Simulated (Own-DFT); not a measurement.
# One host, several defects: C11b WSi2

No measurement is shown. These are fixed-geometry runs of a retired plane-wave code named Own-DFT, which no person has reviewed; spin and spin-orbit coupling are neglected.

Common settings: PBEsol; PseudoDojo norm-conserving scalar-relativistic files, made for PBE; cutoff 50 hartree; 5 x 5 x 5 k mesh centred on Gamma; cold (Marzari-Vanderbilt) smearing of 0.2 eV.

Keep in mind: forces on such cells failed a check on a denser k mesh; stress not checked against mesh or cutoff.

All runs share one cell, with vectors in Å (-2.148, -5.953, 3.409); (-6.444, 2.976, 1.136); (-2.553, -2.948, -6.757) and a volume of 403.2 Å³. Atoms were moved at random from their sites; u is the rms move along one axis. The defect's site can differ from row to row.

```
cell,formula,u (Å),P (GPa)
no defect,Si20W10,0.0195,0.41
no defect,Si20W10,0.0197,0.35
no defect,Si20W10,0.0528,2.02
one W on a Si site,Si19W11,0.0317,5.71
one W on a Si site,Si19W11,0.0318,5.54
one W on a Si site,Si19W11,0.0567,6.48
one Si vacancy,Si19W10,0.0321,-0.59
one Si vacancy,Si19W10,0.0404,-0.61
one Si vacancy,Si19W10,0.0482,0.85
one Si on a W site,Si21W9,0.0286,2.48
one Si on a W site,Si21W9,0.0300,2.84
one Si on a W site,Si21W9,0.0497,?
one Si on a W site,Si21W9,0.0521,3.40
```

## Working it out

P = P0 + c u² + a shift for each defect gives P0 = 0.26 GPa, c = 565 ± 111 GPa/Å² and a scatter of 0.36 GPa. The shifts, and each times the cell's volume:

- one W on a Si site: 4.67 ± 0.30 GPa, 11.7 eV
- one Si on a W site: 1.82 ± 0.29 GPa, 4.6 eV
- one Si vacancy: -1.31 ± 0.29 GPa, -3.3 eV

Against the defect-free cell, a freed cell would be larger where the shift is positive and smaller where it is negative (160.2 GPa Å³ is 1 eV). The atoms around the defects weren't relaxed, which would change these numbers.

## The run left out

Q: what pressure belongs in the blank (one Si on a W site, u = 0.0497 Å)?

The fitted form gives 3.47 ± 0.43 GPa. The calculation gave 3.47 GPa.
